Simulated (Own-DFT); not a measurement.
# What random displacements cost in beta-Si3N4, 112 atoms (N64Si48)

Calculated results; nothing here was measured. The program, named Own-DFT, is a retired in-house plane-wave density functional code that no person has reviewed. Each row is one single-point run on a periodic cell that was not relaxed, without spin or spin-orbit coupling.

Settings of every run: PBE; PseudoDojo norm-conserving scalar-relativistic files; cutoff 42 hartree; 2 x 2 x 4 k mesh centred on Gamma; Fermi-Dirac smearing of 0.1 eV.

Known limits, some of them of some rows only: some atoms lie very close together; forces on such cells moved up to 12 meV/angstrom on a denser k mesh; stress not checked against mesh or cutoff.

Cell vectors in Å: (15.212, 0.000, 0.000); (-7.606, 13.174, 0.000); (0.000, 0.000, 5.818). In each run every atom was moved at random and independently from its ideal site; u is the rms move along one axis. E is the free energy for each atom above the fitted value at u = 0, and F the rms of the force components.

| run | u (Å) | E (meV/atom) | F (eV/Å) | largest force (eV/Å) | P (GPa) |
|---|---|---|---|---|---|
| 1 | 0.0190 | 14.8 | 0.798 | 3.15 | 5.43 |
| 2 | 0.0204 | 21.7 | 0.940 | 3.85 | 5.71 |
| 3 | 0.0207 | 19.0 | 0.885 | 3.50 | 5.51 |
| 4 | 0.0481 | 94.4 | 1.818 | 7.42 | 7.40 |
| 5 | 0.0491 | 122.6 | 2.121 | 8.84 | 8.32 |
| 6 | 0.0510 | 118.6 | 2.021 | 9.44 | 8.40 |
| 7 | 0.0986 | 456.2 | 4.669 | 26.50 | 16.93 |
| 8 | 0.1009 | ? | ? | ? | ? |
| 9 | 0.1035 | 480.2 | 4.827 | 27.18 | 16.71 |
| 10 | 0.1415 | 923.4 | 7.535 | 50.98 | 29.57 |

## Worked fit

For small independent moves the energy grows as E = (3/2) K u², with K the mean stiffness felt by one atom. The runs with u up to 0.11 Å give K = 30.6 ± 1.1 eV/Å², with residuals divided by u² + 0.0006 Å², since the noise grows with the moves. The scatter is 8.4 meV/atom at u = 0.05 Å. The forces follow F = G u with G = 43.3 eV/Å²; no force at u = 0 is resolved. G exceeds K because the moves of its neighbours add to the force on an atom, and stiffness differs between atoms. At u = 0.141 Å the parabola gives 918 meV/atom and the run 923. The pressure follows P = 5.18 + 1139 u² GPa: at fixed volume, shortened bonds push harder than stretched ones pull.

## Withheld run

Question: what energy and rms force should run 8 give?

The fit gives 467 ± 34 meV/atom and about 4.37 eV/Å. The calculation gave 545.6 meV/atom and 5.625 eV/Å. This run lies off the fit, by chance or by something that the fit leaves out.
